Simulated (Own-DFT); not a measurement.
Si24O47 (quartz with one neutral oxygen vacancy, atoms displaced) (calculated)

A calculation, not a measurement: plane-wave PBE and HSE06 DFT by an unreviewed code, no spin, of a simulated cell at Gamma alone, so results move with cell size and shape, stress positive in tension, energies less offsets, not probed for a lower state with spin; oxygen file: force components 24 meV/angstrom off all-electron in a glass; k mesh not checked against a denser one; forces and stress are PBE's, HSE06 gives the energy alone, and its difference from PBE has offsets of its own; offsets are fitted by least squares, one for each functional and potential file, so energies compare only between cells with the same atoms and settings and are not formation energies; the far tail of each file's local potential was reset to the Coulomb form; each entry is a single point on an unrelaxed cell, so the pressure reflects the starting lattice, mostly measured values (interpolated for alloys), from which strain is counted, and rises with the displacements; printed positions are rounded, which can move forces by about a meV/angstrom; the program, named Own-DFT, is a retired in-house code; no spin-orbit coupling. Program: Own-DFT development build.

Settings shared by all entries: first functional PBE; second functional HSE06; exact exchange share 0.25; screening 0.11 1/bohr; exchange divergence Gygi-Baldereschi; potential files PseudoDojo norm-conserving, scalar-relativistic, made for PBE, standard set; wave cutoff 48 hartree; occupations fixed; k mesh 1 x 1 x 1 centred on Gamma.

(1) 
```cif
# cell vector a (Å): 9.8268 0.0000 0.0000
# cell vector b (Å): -4.9134 8.5103 0.0000
# cell vector c (Å): 0.0000 0.0000 10.8104
data_Si24O47
_symmetry_space_group_name_H-M 'P 1'
_symmetry_Int_Tables_number 1
_cell_length_a 9.8268
_cell_length_b 9.8268
_cell_length_c 10.8104
_cell_angle_alpha 90.000
_cell_angle_beta 90.000
_cell_angle_gamma 120.000
_cell_volume 904.06
loop_
_atom_site_label
_atom_site_type_symbol
_atom_site_fract_x
_atom_site_fract_y
_atom_site_fract_z
_atom_site_occupancy
Si1 Si 0.23203 0.99288 0.99316 1
Si2 Si 0.99616 0.23824 0.33932 1
Si3 Si 0.26191 0.26139 0.16876 1
O1 O 0.20119 0.12789 0.06395 1
O2 O 0.42990 0.29524 0.23277 1
O3 O 0.36082 0.07961 0.39049 1
O4 O 0.06143 0.35954 0.44262 1
O5 O 0.14355 0.21519 0.27404 1
O6 O 0.28810 0.42732 0.10763 1
Si4 Si 0.23634 0.00224 0.50212 1
Si5 Si 0.99956 0.24262 0.83043 1
Si6 Si 0.27006 0.26643 0.66691 1
O7 O 0.20594 0.12833 0.55607 1
O8 O 0.43430 0.29351 0.73361 1
O9 O 0.35840 0.06477 0.88811 1
O10 O 0.07474 0.36372 0.93641 1
O11 O 0.13974 0.20539 0.77522 1
O12 O 0.28296 0.41748 0.60548 1
Si7 Si 0.23361 0.49607 0.99013 1
Si8 Si 0.00883 0.73368 0.33935 1
Si9 Si 0.27078 0.76833 0.17652 1
O13 O 0.20508 0.63655 0.05837 1
O14 O 0.42008 0.79258 0.21802 1
O15 O 0.37559 0.58074 0.38633 1
O16 O 0.06959 0.86972 0.43530 1
O17 O 0.12588 0.69996 0.27227 1
O18 O 0.28918 0.92726 0.10505 1
Si10 Si 0.23241 0.50841 0.49920 1
Si11 Si 0.00261 0.74068 0.83417 1
Si12 Si 0.26314 0.75847 0.66574 1
O19 O 0.20957 0.63726 0.56622 1
O20 O 0.42187 0.78989 0.72473 1
O21 O 0.36480 0.57791 0.89103 1
O22 O 0.07159 0.86562 0.94340 1
O23 O 0.12832 0.70656 0.77114 1
O24 O 0.30689 0.93276 0.61223 1
Si13 Si 0.74202 0.99722 0.00439 1
Si14 Si 0.50433 0.24319 0.33865 1
Si15 Si 0.77220 0.27140 0.16771 1
O25 O 0.70936 0.14493 0.05254 1
O26 O 0.92969 0.29206 0.22364 1
O27 O 0.86460 0.07104 0.39009 1
O28 O 0.57909 0.37401 0.43806 1
O29 O 0.64194 0.20411 0.27573 1
O30 O 0.78581 0.42548 0.10691 1
Si16 Si 0.73177 0.00325 0.49659 1
Si17 Si 0.51171 0.24039 0.83725 1
Si18 Si 0.76806 0.27625 0.67477 1
O31 O 0.70335 0.13965 0.56169 1
O32 O 0.92484 0.29030 0.72342 1
O33 O 0.86427 0.06639 0.89168 1
O34 O 0.57637 0.36817 0.93618 1
O35 O 0.62520 0.19718 0.77712 1
O36 O 0.79189 0.41967 0.60478 1
Si19 Si 0.73642 0.49824 0.99731 1
Si20 Si 0.50543 0.74225 0.33297 1
Si21 Si 0.75963 0.77053 0.16871 1
O37 O 0.70300 0.63532 0.06403 1
O38 O 0.91874 0.79433 0.22547 1
O39 O 0.86367 0.57550 0.39566 1
O40 O 0.56565 0.85939 0.44922 1
O41 O 0.64455 0.71032 0.27314 1
O42 O 0.78720 0.91910 0.09828 1
Si22 Si 0.73926 0.49814 0.49567 1
Si23 Si 0.49672 0.73028 0.83516 1
Si24 Si 0.75482 0.76604 0.67005 1
O43 O 0.70177 0.63195 0.56166 1
O44 O 0.86962 0.58047 0.89490 1
O45 O 0.57919 0.86680 0.94145 1
O46 O 0.62952 0.70002 0.77025 1
O47 O 0.79489 0.92037 0.60609 1
_calc_PBE_energy_of_cell_above_offsets '-17.354'  # eV
_calc_HSE06_less_PBE_above_offsets '-0.492'  # eV
_calc_PBE_pressure 9.39  # GPa
_calc_PBE_stress_xx -8.01  # GPa
_calc_PBE_stress_yy -9.84  # GPa
_calc_PBE_stress_zz -10.33  # GPa
_calc_PBE_stress_yz 0.38  # GPa
_calc_PBE_stress_xz 0.8  # GPa
_calc_PBE_stress_xy -3.01  # GPa
```

Force:
```tsv
element	x (eV/Å)	y (eV/Å)	z (eV/Å)
Si	-0.044	2.968	3.319
Si	2.723	-2.234	-4.712
Si	2.509	1.616	-2.451
O	0.591	-0.505	-0.999
O	-1.269	0.691	-1.794
O	0.948	-0.43	0.171
O	0.972	4.673	3.435
O	-4.574	-0.957	4.206
O	0.354	-0.28	-0.691
Si	2.114	-2.795	-0.604
Si	2.787	-5.422	0.207
Si	1.411	-2.119	0.751
O	-2.043	3.397	2.623
O	-2.442	0.717	-2.593
O	1.747	2.359	-1.451
O	-1.32	0.495	0.611
O	-1.925	0.344	0.567
O	-1.075	2.604	-1.731
Si	-0.981	2.242	5.735
Si	-6.122	0.708	-2.936
Si	-8.992	-1.294	-7.751
O	0.827	-0.798	-0.093
O	10.28	1.403	5.296
O	-2.762	-2.924	2.568
O	1.204	1.647	2.33
O	2.759	-0.711	-0.17
O	1.245	-1.294	1.813
Si	2.865	-3.1	-1.615
Si	-3.602	0.55	-2.424
Si	-1.901	5.69	4.107
O	-0.637	-3.654	-4.446
O	2.375	-0.206	1.446
O	0.283	-2.214	-0.532
O	-1.749	-1.39	-0.541
O	1.475	-0.542	-0.639
O	-1.276	-0.283	-1.567
Si	-5.56	4.387	-4.839
Si	1.638	-2.885	-2.657
Si	-1.41	-1.567	-1.323
O	1.574	-1.463	0.044
O	1.214	0.575	0.495
O	-0.404	-0.773	0.176
O	-0.887	-0.053	1.096
O	-2.097	0.266	1.628
O	0.873	0.412	0.842
Si	0.397	0.398	3.006
Si	-4.272	-4.457	0.278
Si	-0.702	-5.551	-0.436
O	1.022	-0.873	-0.248
O	0.476	1.192	-0.334
O	1.097	2.385	-1.349
O	-0.274	1.741	2.248
O	4.423	0.181	-1.845
O	-1.184	3.812	-1.424
Si	-1.921	3.161	1.818
Si	1.086	0.252	-2.247
Si	5.445	-1.768	-3.106
O	0.68	-1.9	-1.728
O	3.444	-0.204	2.207
O	2.735	0.948	-2.258
O	-0.207	0.756	-0.539
O	-6.257	-0.942	5.115
O	2.558	0.164	4.083
Si	-2.689	1.802	4.558
Si	1.058	4.052	-1.116
Si	6.348	-2.04	-0.598
O	1.098	-1.296	-0.79
O	0.334	-1.499	0.018
O	-0.816	-1.129	-0.799
O	-3.326	-1.374	3.214
O	-2.245	4.338	-2.629
```

(2) 
```cif
# cell vector a (Å): 9.8268 0.0000 0.0000
# cell vector b (Å): -4.9134 8.5103 0.0000
# cell vector c (Å): 0.0000 0.0000 10.8104
data_Si24O47
_symmetry_space_group_name_H-M 'P 1'
_symmetry_Int_Tables_number 1
_cell_length_a 9.8268
_cell_length_b 9.8268
_cell_length_c 10.8104
_cell_angle_alpha 90.000
_cell_angle_beta 90.000
_cell_angle_gamma 120.000
_cell_volume 904.06
loop_
_atom_site_label
_atom_site_type_symbol
_atom_site_fract_x
_atom_site_fract_y
_atom_site_fract_z
_atom_site_occupancy
Si1 Si 0.23124 0.00001 0.00212 1
Si2 Si 0.98903 0.23702 0.33687 1
Si3 Si 0.25672 0.25699 0.16338 1
O1 O 0.19272 0.13849 0.06144 1
O2 O 0.42624 0.29512 0.21811 1
O3 O 0.37212 0.08214 0.39694 1
O4 O 0.07086 0.36585 0.43610 1
O5 O 0.12521 0.20385 0.27401 1
O6 O 0.30488 0.43280 0.10686 1
Si4 Si 0.22733 0.00222 0.49830 1
Si5 Si 0.99797 0.23716 0.83926 1
Si6 Si 0.26385 0.26847 0.66519 1
O7 O 0.42959 0.29062 0.72948 1
O8 O 0.36380 0.07458 0.89588 1
O9 O 0.07776 0.36845 0.94256 1
O10 O 0.12455 0.19483 0.78091 1
O11 O 0.29654 0.42553 0.61321 1
Si7 Si 0.22380 0.48647 0.99823 1
Si8 Si 0.99349 0.73792 0.32571 1
Si9 Si 0.25100 0.76259 0.16901 1
O12 O 0.20144 0.61947 0.06066 1
O13 O 0.42892 0.80162 0.23627 1
O14 O 0.36746 0.57238 0.38931 1
O15 O 0.08170 0.87134 0.43076 1
O16 O 0.12776 0.71628 0.27472 1
O17 O 0.29876 0.92945 0.11355 1
Si10 Si 0.23620 0.49571 0.49698 1
Si11 Si 0.98732 0.73588 0.83669 1
Si12 Si 0.27346 0.76780 0.66999 1
O18 O 0.21769 0.63770 0.56179 1
O19 O 0.43224 0.80607 0.72662 1
O20 O 0.37129 0.56627 0.88478 1
O21 O 0.07008 0.86357 0.94207 1
O22 O 0.12846 0.69633 0.77412 1
O23 O 0.29501 0.92376 0.61034 1
Si13 Si 0.72279 0.99719 0.00368 1
Si14 Si 0.50617 0.23845 0.34174 1
Si15 Si 0.76056 0.26866 0.16968 1
O24 O 0.70638 0.13909 0.05838 1
O25 O 0.91998 0.29355 0.22132 1
O26 O 0.86313 0.08271 0.39699 1
O27 O 0.58420 0.37515 0.44020 1
O28 O 0.63981 0.21168 0.27639 1
O29 O 0.78750 0.41909 0.10993 1
Si16 Si 0.73593 0.00576 0.50028 1
Si17 Si 0.49850 0.23741 0.83908 1
Si18 Si 0.76530 0.27107 0.66707 1
O30 O 0.70546 0.12653 0.56020 1
O31 O 0.92356 0.28389 0.72901 1
O32 O 0.86501 0.07228 0.89912 1
O33 O 0.57792 0.36855 0.93972 1
O34 O 0.63390 0.20835 0.77914 1
O35 O 0.78973 0.42142 0.60952 1
Si19 Si 0.73150 0.50892 0.01023 1
Si20 Si 0.49770 0.72557 0.33985 1
Si21 Si 0.75899 0.76978 0.17010 1
O36 O 0.71566 0.63980 0.06076 1
O37 O 0.92504 0.79554 0.22881 1
O38 O 0.86835 0.58471 0.39345 1
O39 O 0.57875 0.86395 0.45051 1
O40 O 0.64275 0.70887 0.27052 1
O41 O 0.78591 0.93493 0.10550 1
Si22 Si 0.73116 0.49633 0.50110 1
Si23 Si 0.50074 0.73993 0.83195 1
Si24 Si 0.76613 0.77067 0.66973 1
O42 O 0.70663 0.62705 0.56158 1
O43 O 0.92096 0.78387 0.73266 1
O44 O 0.86537 0.56994 0.89356 1
O45 O 0.56460 0.85764 0.94478 1
O46 O 0.64025 0.70169 0.76884 1
O47 O 0.79635 0.93208 0.61131 1
_calc_PBE_energy_of_cell_above_offsets '-17.608'  # eV
_calc_HSE06_less_PBE_above_offsets '-0.533'  # eV
_calc_PBE_pressure 9.73  # GPa
_calc_PBE_stress_xx -7.29  # GPa
_calc_PBE_stress_yy -13.14  # GPa
_calc_PBE_stress_zz -8.77  # GPa
_calc_PBE_stress_yz 0.36  # GPa
_calc_PBE_stress_xz -1.2  # GPa
_calc_PBE_stress_xy -1.57  # GPa
```

Force:
```tsv
element	x (eV/Å)	y (eV/Å)	z (eV/Å)
Si	-0.284	0.657	0.806
Si	2.105	0.049	-5.033
Si	-0.152	5.116	4.447
O	1.501	-5.687	-4.849
O	1.97	-0.853	2.492
O	-0.562	-1.419	0.826
O	0.506	2.692	2.608
O	-0.627	0.234	0.382
O	-0.663	-0.914	-0.273
Si	2.075	2.454	3.934
Si	0.286	-2.662	-0.63
Si	2.431	-6.428	2.708
O	-2.42	0.61	-1.806
O	-0.311	-0.666	0.721
O	-4.716	-4.993	-2.633
O	1.574	1.039	-1.631
O	-2.026	3.831	-3.086
Si	7.558	6.702	2.335
Si	0.743	-0.231	4.391
Si	5.151	-1.436	-1.108
O	-1.69	3.106	2.13
O	-0.993	-1.192	-0.235
O	-0.931	-4.397	1.807
O	-1.659	-0.719	-0.085
O	2.043	-1.641	-0.533
O	-1.76	1.599	-1.904
Si	-0.961	1.121	1.982
Si	6.597	-2.637	1.307
Si	-4.389	-1.611	0.355
O	0.861	-1.877	-1.432
O	3.353	0.465	1.431
O	-1.442	-0.186	0.966
O	-0.013	1.236	1.451
O	-0.81	0.976	0.2
O	-1.974	2.336	-2.232
Si	-0.4	2.47	-2.737
Si	-1.376	0.504	-4.501
Si	1.421	-3.138	-1.758
O	-0.971	-0.028	0.186
O	2.722	0.257	1.878
O	0.527	-1.633	-0.675
O	-3.299	-3.337	-1.743
O	-2.171	-1.042	2.654
O	-2.238	4.924	-2.035
Si	2.012	-3.176	1.423
Si	1.445	-0.715	-0.892
Si	1.445	-5.391	2.628
O	-3.119	4.556	2.754
O	-1.193	1.042	-1.297
O	-0.653	-0.262	0.276
O	-0.396	1.664	2.067
O	0.663	-0.054	-0.767
O	-1.071	3.539	-2.272
Si	4.896	-5.807	-4.457
Si	1.045	6.256	-2.56
Si	4.09	3.405	-5.028
O	-3.51	4.475	2.335
O	-3.673	1.894	-4.1
O	-0.614	-2.286	1.157
O	-0.91	-2.83	-2.036
O	-5.567	-2.384	5.769
O	2.849	-3.013	3.668
Si	4.315	4.502	1.542
Si	1.445	-2.971	-0.84
Si	2.238	-0.569	-3.573
O	-1.248	2.44	1.369
O	-2.789	2.303	-4.149
O	-1.326	-1.065	2.026
O	-0.173	0.791	0.548
O	-5.069	-0.567	3.987
O	0.283	0.58	-0.651
```

(3) 
```cif
# cell vector a (Å): 9.8268 0.0000 0.0000
# cell vector b (Å): -4.9134 8.5103 0.0000
# cell vector c (Å): 0.0000 0.0000 10.8104
data_Si24O47
_symmetry_space_group_name_H-M 'P 1'
_symmetry_Int_Tables_number 1
_cell_length_a 9.8268
_cell_length_b 9.8268
_cell_length_c 10.8104
_cell_angle_alpha 90.000
_cell_angle_beta 90.000
_cell_angle_gamma 120.000
_cell_volume 904.06
loop_
_atom_site_label
_atom_site_type_symbol
_atom_site_fract_x
_atom_site_fract_y
_atom_site_fract_z
_atom_site_occupancy
Si1 Si 0.23526 0.00090 0.00913 1
Si2 Si 0.00783 0.24427 0.33247 1
Si3 Si 0.26776 0.26245 0.16361 1
O1 O 0.21514 0.13870 0.05607 1
O2 O 0.41431 0.28644 0.22173 1
O3 O 0.36819 0.06482 0.39343 1
O4 O 0.07637 0.36801 0.44268 1
O5 O 0.13545 0.20584 0.27147 1
O6 O 0.29591 0.42774 0.10927 1
Si4 Si 0.24099 0.00445 0.50390 1
Si5 Si 0.99995 0.22647 0.83328 1
Si6 Si 0.25307 0.26363 0.66239 1
O7 O 0.21421 0.13520 0.56941 1
O8 O 0.42234 0.29288 0.73102 1
O9 O 0.36153 0.07941 0.89856 1
O10 O 0.06872 0.36289 0.94214 1
O11 O 0.14020 0.21466 0.77548 1
O12 O 0.29618 0.42635 0.61132 1
Si7 Si 0.23018 0.50014 0.99225 1
Si8 Si 0.00401 0.72608 0.33289 1
Si9 Si 0.26232 0.76231 0.16405 1
O13 O 0.21706 0.63101 0.06302 1
O14 O 0.42282 0.79640 0.23115 1
O15 O 0.06875 0.87651 0.43634 1
O16 O 0.14101 0.71348 0.27729 1
O17 O 0.29789 0.92914 0.09888 1
Si10 Si 0.23481 0.49803 0.50457 1
Si11 Si 0.00244 0.73778 0.83208 1
Si12 Si 0.26609 0.76400 0.66443 1
O18 O 0.21720 0.64288 0.55914 1
O19 O 0.41426 0.79653 0.72489 1
O20 O 0.37994 0.57380 0.88935 1
O21 O 0.06552 0.86131 0.93770 1
O22 O 0.12760 0.69869 0.77615 1
O23 O 0.29311 0.92726 0.59879 1
Si13 Si 0.74010 0.99032 0.99552 1
Si14 Si 0.49085 0.22542 0.32761 1
Si15 Si 0.77981 0.27214 0.16768 1
O24 O 0.70162 0.12584 0.06095 1
O25 O 0.93701 0.29622 0.22843 1
O26 O 0.86571 0.07993 0.39025 1
O27 O 0.57296 0.36108 0.43442 1
O28 O 0.62682 0.19952 0.27271 1
O29 O 0.79735 0.43290 0.10347 1
Si16 Si 0.73648 0.99555 0.48945 1
Si17 Si 0.49492 0.22939 0.83288 1
Si18 Si 0.76581 0.26743 0.65443 1
O30 O 0.70721 0.13795 0.56536 1
O31 O 0.92990 0.28832 0.72738 1
O32 O 0.86614 0.07184 0.89127 1
O33 O 0.57839 0.37537 0.93989 1
O34 O 0.63852 0.20889 0.76888 1
O35 O 0.77986 0.41926 0.60467 1
Si19 Si 0.73608 0.50223 0.00139 1
Si20 Si 0.49777 0.73183 0.33286 1
Si21 Si 0.77199 0.76165 0.17087 1
O36 O 0.70520 0.63905 0.05804 1
O37 O 0.92974 0.78686 0.23501 1
O38 O 0.86022 0.57453 0.38856 1
O39 O 0.57903 0.87238 0.43906 1
O40 O 0.63167 0.71114 0.27934 1
O41 O 0.80401 0.93305 0.10284 1
Si22 Si 0.74506 0.51285 0.50346 1
Si23 Si 0.50566 0.72878 0.83076 1
Si24 Si 0.76317 0.77184 0.66905 1
O42 O 0.70578 0.63292 0.55621 1
O43 O 0.92123 0.79285 0.73170 1
O44 O 0.85953 0.56611 0.89654 1
O45 O 0.57407 0.86774 0.94552 1
O46 O 0.62860 0.71168 0.77643 1
O47 O 0.79807 0.93413 0.60835 1
_calc_PBE_energy_of_cell_above_offsets '-16.835'  # eV
_calc_HSE06_less_PBE_above_offsets '-0.590'  # eV
_calc_PBE_pressure 10.41  # GPa
_calc_PBE_stress_xx -12.57  # GPa
_calc_PBE_stress_yy -8.58  # GPa
_calc_PBE_stress_zz -10.09  # GPa
_calc_PBE_stress_yz -0.23  # GPa
_calc_PBE_stress_xz -0.5  # GPa
_calc_PBE_stress_xy 1.26  # GPa
```

Force:
```tsv
element	x (eV/Å)	y (eV/Å)	z (eV/Å)
Si	-2.506	-0.585	-6.064
Si	2.226	-2.814	1.048
Si	-5.68	1.311	-1.47
O	-1.972	-0.17	-0.101
O	6.391	0.501	3.171
O	-0.535	-0.127	-0.298
O	-0.724	-0.072	0.382
O	-0.686	-0.233	0.762
O	-1.21	0.805	-1.699
Si	-3.071	-0.502	-3.894
Si	-1.767	2.376	-0.294
Si	4.911	1.091	4.422
O	-0.429	-2.679	-3.419
O	-1.403	0.171	-1.264
O	0.28	-1.541	-0.018
O	-0.325	-0.51	-0.501
O	-0.364	-1.32	1.21
O	-1.27	2.834	-1.403
Si	4.565	-1.467	0.873
Si	-1.764	3.436	3.466
Si	1.239	1.914	0.574
O	-1.886	0.935	-0.3
O	0.254	0.185	-0.359
O	1.181	-0.641	0.201
O	1.98	-1.069	-1.063
O	2.817	-3.244	4.065
Si	2.122	3.333	-1.725
Si	-1.205	-3.565	0.983
Si	-5.597	1.443	0.507
O	-0.473	-2.945	-2.296
O	7.774	0.343	4.455
O	-2.703	-3.282	2.03
O	1.218	3.194	3.099
O	1.417	0.314	-1.724
O	2.361	-2.508	3.736
Si	-3.12	2.972	1.861
Si	0.923	2.262	1.117
Si	-4.093	-2.727	-1.703
O	1.373	1.116	0.682
O	-1.53	1.718	-1.896
O	1.603	1.17	-1.508
O	0.39	1.609	0.705
O	2.514	0.809	-1.914
O	2.116	-1.535	2.941
Si	-0.469	3.859	4.96
Si	2.113	2.851	-0.271
Si	1.666	0.84	8.124
O	1.976	-6.807	-6.562
O	-1.419	0.576	-1.604
O	0.981	-1.103	-0.783
O	-1.349	-2.495	-1.097
O	-1.547	-0.101	1.028
O	0.273	3.527	-0.407
Si	-1.862	0.036	-0.177
Si	-3.682	-1.182	2.778
Si	-2.205	1.71	-0.571
O	0.267	-0.25	0.435
O	-1.676	0.795	-2.622
O	1.231	-0.958	0.097
O	-2.357	-2.961	-1.456
O	3.884	-0.193	-2.145
O	2.599	-2.681	3.105
Si	-1.667	-5.558	-3.035
Si	-10.51	5.328	3.636
Si	1.126	-1.354	-1.144
O	-2.442	3.826	2.864
O	-0.759	0.319	-1.149
O	2.556	3.202	-3.101
O	-1.044	-2.926	-2.535
O	9.262	-0.697	-5.123
O	-0.289	0.093	-0.628
```
